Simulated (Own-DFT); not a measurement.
# Misfit strain and the stress it brings: wurtzite AlGaN with randomly placed atoms, 128 atoms (Al48Ga16N64)

Calculated, not measured: single-point runs of Own-DFT, a retired in-house plane-wave DFT program that no person has reviewed, on unrelaxed cells, without spin or spin-orbit coupling.

Common settings: PBE; PseudoDojo norm-conserving scalar-relativistic files (stringent for Ga); cutoff 96 hartree; 3 x 3 x 3 k mesh centred on Gamma; Gaussian smearing of 0.01 eV.

Known weak points: k mesh not checked against a denser one; stress not checked against mesh or cutoff.

Unstrained cell vectors in Å: (12.525, 0.000, 0.000); (-6.263, 10.847, 0.000); (0.000, 0.000, 10.066). The unstrained cell has measured lattice constants (interpolated for alloys), not those of this functional. That, the random moves and any unrelaxed bonds set the pressure at no strain. Each run strains x and y alike by e, as a substrate would, and holds the height along z. Each atom got a random Gaussian move of width 0.05 Å along each axis. The random placing of the alloy's atoms differs from row to row. Stress is positive in tension.

```
e (%),u (Å),(s_xx + s_yy)/2 (GPa),s_zz (GPa)
-2.75,0.056,-24.71,-12.70
-2.25,0.048,-20.65,-10.15
-2.00,0.054,-19.71,-9.14
-1.25,0.051,-14.05,-8.86
-0.75,0.050,-10.68,-7.29
-0.50,0.048,?,?
-0.25,0.047,-7.48,-7.73
1.50,0.050,2.43,-5.39
1.75,0.052,2.28,-3.58
3.00,0.050,7.99,-2.49
```

## Worked fit

With e as a fraction, the in-plane stress is -6.1 + 580 e - 3645 e² GPa (errors 8 and 540, scatter 0.47), and s_zz is -7.0 + 157 e GPa (slope ± 15, scatter 0.85). At e = 0 the first slope is C11 + C12 and the second 2 C13, both with the ions held to the strained lattice and at the cell's own pressure. The term in e² is negative: the layer stiffens under compression and softens under tension. A free layer would change its height as e changes, and the in-plane slope would drop by 2 C13²/C33 to the biaxial modulus. At fixed height, a misfit of 1 % moves the in-plane stress by about 5.8 GPa and s_zz by 1.6 GPa.

## Test on the hidden row

Asked: what are the two stresses at e = -0.50 %?

The fit gives -9.1 and -7.7 GPa. The run itself gave -8.57 and -6.91 GPa.
